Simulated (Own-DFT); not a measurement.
Simulation results for SiGe₃ (diamond-structure random alloy, atoms displaced)

Computed with Own-DFT development build. A calculation, not a measurement: plane-wave density functional theory by an unreviewed code, no spin, of a simulated periodic cell, stress positive in tension, run twice, with PBE and with PBEsol, both on files made for PBE, so the change isn't that of files made for PBEsol, forces on such cells passed a denser k mesh, this cell's mesh not checked; the far tail of each file's local potential was reset to the Coulomb form; each entry is a single point on an unrelaxed cell, so the pressure reflects the starting lattice, mostly measured values (interpolated for alloys), from which strain is counted, and rises with the displacements; printed positions are rounded, which can move forces by about a meV/angstrom; the program, named Own-DFT, is a retired in-house code; no spin-orbit coupling; stress was not checked against mesh or cutoff.

### SiGe₃ (diamond-structure random alloy, atoms displaced)

```cif
# cell vector a (Å): 11.2025 0.0000 0.0000
# cell vector b (Å): 0.0000 11.2025 0.0000
# cell vector c (Å): 0.0000 0.0000 11.2025
data_SiGe3
_symmetry_space_group_name_H-M 'P 1'
_symmetry_Int_Tables_number 1
_cell_length_a 11.2025
_cell_length_b 11.2025
_cell_length_c 11.2025
_cell_angle_alpha 90.000
_cell_angle_beta 90.000
_cell_angle_gamma 90.000
_cell_volume 1405.87
loop_
_atom_site_label
_atom_site_type_symbol
_atom_site_fract_x
_atom_site_fract_y
_atom_site_fract_z
_atom_site_occupancy
Ge1 Ge 0.00013 0.00475 0.00736 1
Si1 Si 0.00620 0.24222 0.25233 1
Si2 Si 0.24159 0.99612 0.24585 1
Ge2 Ge 0.24575 0.24201 0.00922 1
Ge3 Ge 0.13832 0.12701 0.12971 1
Ge4 Ge 0.13105 0.37121 0.37048 1
Ge5 Ge 0.37066 0.13030 0.38491 1
Ge6 Ge 0.36709 0.37401 0.12487 1
Ge7 Ge 0.99755 0.99811 0.49859 1
Ge8 Ge 0.00719 0.24548 0.76011 1
Ge9 Ge 0.26074 0.99932 0.75264 1
Si3 Si 0.25470 0.24592 0.49238 1
Si4 Si 0.12108 0.11929 0.62659 1
Ge10 Ge 0.12731 0.36926 0.87884 1
Si5 Si 0.37709 0.12960 0.87422 1
Ge11 Ge 0.37089 0.37110 0.62460 1
Ge12 Ge 0.99651 0.50956 0.99928 1
Ge13 Ge 0.01406 0.75514 0.25629 1
Ge14 Ge 0.24616 0.48895 0.25154 1
Ge15 Ge 0.25279 0.74578 0.99716 1
Si6 Si 0.12166 0.61955 0.12628 1
Ge16 Ge 0.12436 0.87946 0.37560 1
Si7 Si 0.36816 0.61920 0.38407 1
Ge17 Ge 0.37864 0.87334 0.12992 1
Ge18 Ge 0.99675 0.49871 0.49756 1
Ge19 Ge 0.00826 0.75053 0.74757 1
Si8 Si 0.24204 0.50648 0.74774 1
Ge20 Ge 0.24245 0.75480 0.50203 1
Ge21 Ge 0.13347 0.62710 0.62596 1
Ge22 Ge 0.12252 0.86789 0.87412 1
Si9 Si 0.37761 0.63580 0.87347 1
Ge23 Ge 0.37810 0.86649 0.61956 1
Ge24 Ge 0.49884 0.00187 0.99981 1
Ge25 Ge 0.50166 0.24272 0.24545 1
Ge26 Ge 0.74888 0.00503 0.25795 1
Si10 Si 0.74857 0.24986 0.99824 1
Ge27 Ge 0.62757 0.12769 0.11997 1
Ge28 Ge 0.62083 0.37332 0.38386 1
Ge29 Ge 0.86948 0.12897 0.36932 1
Ge30 Ge 0.88086 0.37677 0.11737 1
Ge31 Ge 0.49464 0.99444 0.49642 1
Ge32 Ge 0.49566 0.24214 0.74796 1
Ge33 Ge 0.75235 0.00112 0.74965 1
Ge34 Ge 0.76216 0.24869 0.49234 1
Ge35 Ge 0.62863 0.12244 0.62482 1
Ge36 Ge 0.61985 0.37005 0.86920 1
Si11 Si 0.87561 0.12818 0.87767 1
Ge37 Ge 0.87079 0.36379 0.63224 1
Ge38 Ge 0.49883 0.49763 0.00487 1
Si12 Si 0.50204 0.74674 0.26117 1
Si13 Si 0.75259 0.48878 0.24844 1
Ge39 Ge 0.74857 0.74498 0.99558 1
Ge40 Ge 0.62136 0.63183 0.12462 1
Ge41 Ge 0.63243 0.87869 0.37349 1
Si14 Si 0.87547 0.62593 0.36679 1
Ge42 Ge 0.87846 0.87231 0.11846 1
Ge43 Ge 0.49127 0.50356 0.50321 1
Si15 Si 0.49810 0.75214 0.76354 1
Ge44 Ge 0.75062 0.49410 0.74795 1
Ge45 Ge 0.74355 0.73845 0.50424 1
Si16 Si 0.62857 0.62770 0.63274 1
Ge46 Ge 0.62886 0.87451 0.86921 1
Ge47 Ge 0.87730 0.63487 0.88595 1
Ge48 Ge 0.87946 0.87061 0.62150 1
```

```
functional                                        : PBE, then PBEsol
potential files                                   : PseudoDojo norm-conserving, scalar-relativistic, standard set
wave cutoff                                       : 42 hartree
occupations                                       : Fermi-Dirac
smearing width                                    : 0.1 eV
k mesh                                            : 3 x 3 x 3 centred on Gamma
PBE pressure                                      : 3.91 GPa
PBE stress xx                                     : -3.85 GPa
PBE stress yy                                     : -3.97 GPa
PBE stress zz                                     : -3.9 GPa
PBE stress yz                                     : 0.29 GPa
PBE stress xz                                     : 0.76 GPa
PBE stress xy                                     : -0.4 GPa
PBEsol pressure                                   : 1.19 GPa
PBEsol stress xx                                  : -1.14 GPa
PBEsol stress yy                                  : -1.25 GPa
PBEsol stress zz                                  : -1.18 GPa
PBEsol stress yz                                  : 0.28 GPa
PBEsol stress xz                                  : 0.73 GPa
PBEsol stress xy                                  : -0.39 GPa
rms change of force components from PBE to PBEsol : 0.05 eV/Å
```

Force:
```
force element  PBE force x (eV/Å)  PBE force y (eV/Å)  PBE force z (eV/Å)  PBEsol force x (eV/Å)  PBEsol force y (eV/Å)  PBEsol force z (eV/Å)
           Ge               0.398               0.187              -1.081                  0.407                  0.134                  -1.02
           Si              -0.301               0.909              -0.724                 -0.291                  0.892                 -0.709
           Si               1.903               0.039               1.073                  1.865                  0.038                  1.047
           Ge               1.735               1.212              -2.169                  1.645                  1.207                 -2.055
           Ge              -2.528              -1.213               0.914                 -2.451                 -1.151                  0.806
           Ge              -1.403              -0.973               1.352                 -1.339                 -0.873                  1.289
           Ge               0.725              -1.888              -2.381                  0.787                 -1.862                 -2.338
           Ge               1.135              -0.418               0.102                  1.091                 -0.413                   0.11
           Ge              -0.157               0.903               0.065                 -0.183                  0.822                  0.036
           Ge              -0.721              -0.497              -1.071                 -0.701                 -0.416                 -1.029
           Ge              -0.946              -0.133              -0.369                 -0.927                 -0.195                 -0.371
           Si              -2.092               0.916               2.201                 -2.014                   0.93                  2.126
           Si               1.186               0.412              -0.299                  1.133                  0.377                 -0.264
           Ge               0.232               1.569               0.232                  0.182                   1.48                  0.246
           Si              -0.508              -0.625               0.791                 -0.494                 -0.614                  0.773
           Ge              -0.719               0.307               0.271                 -0.629                    0.3                  0.255
           Ge               1.082              -1.003               0.116                  0.993                 -1.004                  0.086
           Ge              -1.729              -1.358              -1.311                 -1.671                 -1.253                 -1.255
           Ge               0.506               2.206              -0.517                  0.482                  2.054                 -0.498
           Ge              -0.521               0.012               1.032                 -0.522                  0.076                      1
           Si               1.024               0.509               0.313                      1                  0.503                  0.303
           Ge                0.61               0.741               0.267                  0.539                  0.672                  0.292
           Si               -0.18               0.897              -1.255                 -0.213                  0.838                 -1.192
           Ge              -0.292              -0.266               0.323                 -0.284                 -0.249                  0.245
           Ge                0.05               0.011               0.238                  0.084                 -0.015                  0.255
           Ge              -1.077                -0.5              -0.062                 -1.035                 -0.473                  -0.05
           Si               1.835              -0.955               1.171                  1.768                 -0.961                  1.117
           Ge               0.982              -0.524              -0.757                  0.922                 -0.481                 -0.687
           Ge              -1.624                -0.7               -0.59                 -1.617                 -0.611                 -0.613
           Ge               0.779               1.628               0.757                  0.764                   1.56                  0.729
           Si                -0.5               -2.25               0.142                 -0.531                 -2.225                   0.23
           Ge               0.339               0.222               1.275                  0.289                  0.258                  1.196
           Ge               0.125              -0.145              -0.408                  0.159                 -0.166                 -0.356
           Ge               -0.56               0.883               0.752                 -0.544                   0.85                  0.733
           Ge               0.265              -0.665              -2.273                  0.251                 -0.636                 -2.183
           Si               0.547               0.341              -0.504                  0.489                  0.374                 -0.454
           Ge               0.337              -0.522               0.139                  0.274                 -0.538                  0.187
           Ge               0.272               0.262              -1.034                  0.246                  0.222                 -0.983
           Ge               2.118              -0.613              -0.076                  1.997                  -0.63                 -0.036
           Ge              -0.441              -1.123               0.936                 -0.393                 -1.051                  0.872
           Ge               0.894               0.433               0.273                  0.864                  0.421                  0.268
           Ge               0.284               0.536              -0.281                  0.323                  0.569                  -0.31
           Ge               0.932               0.024               0.028                   0.86                 -0.013                 -0.003
           Ge              -1.926               0.507               1.375                  -1.87                  0.485                   1.34
           Ge              -0.268              -0.041              -0.928                 -0.261                 -0.048                 -0.886
           Ge               0.226               0.133               0.806                  0.194                  0.153                   0.75
           Si              -0.313              -0.395               0.458                 -0.263                 -0.424                  0.403
           Ge               1.443               0.541              -0.369                  1.391                  0.528                 -0.363
           Ge              -0.372               0.527              -1.001                 -0.338                  0.488                 -0.946
           Si              -0.567               0.034              -0.104                 -0.515                  0.069                 -0.138
           Si              -0.311               1.156               0.194                 -0.333                   1.09                  0.157
           Ge              -0.836               1.409               0.992                 -0.799                   1.36                  0.952
           Ge               0.348              -1.186               1.081                  0.349                 -1.161                  0.974
           Ge              -1.085              -1.112               0.758                 -1.027                 -1.032                  0.764
           Si              -0.271              -0.538               0.183                 -0.228                 -0.482                  0.211
           Ge               -0.42               0.048               1.386                 -0.388                  0.059                  1.338
           Ge               1.133               0.082               0.875                  1.105                 -0.005                  0.865
           Si               0.688              -0.232               -2.05                  0.708                 -0.132                 -2.029
           Ge              -0.027               1.028               0.715                 -0.006                  0.942                  0.713
           Ge               1.139               0.742                -0.9                  1.124                  0.796                 -0.884
           Si              -1.649              -0.614                0.57                 -1.578                 -0.628                  0.525
           Ge               -0.38               0.409               0.771                 -0.322                  0.437                   0.78
           Ge               0.241              -1.059              -2.679                  0.242                 -1.028                 -2.576
           Ge               -0.79              -0.225               0.265                 -0.762                 -0.212                  0.256
```
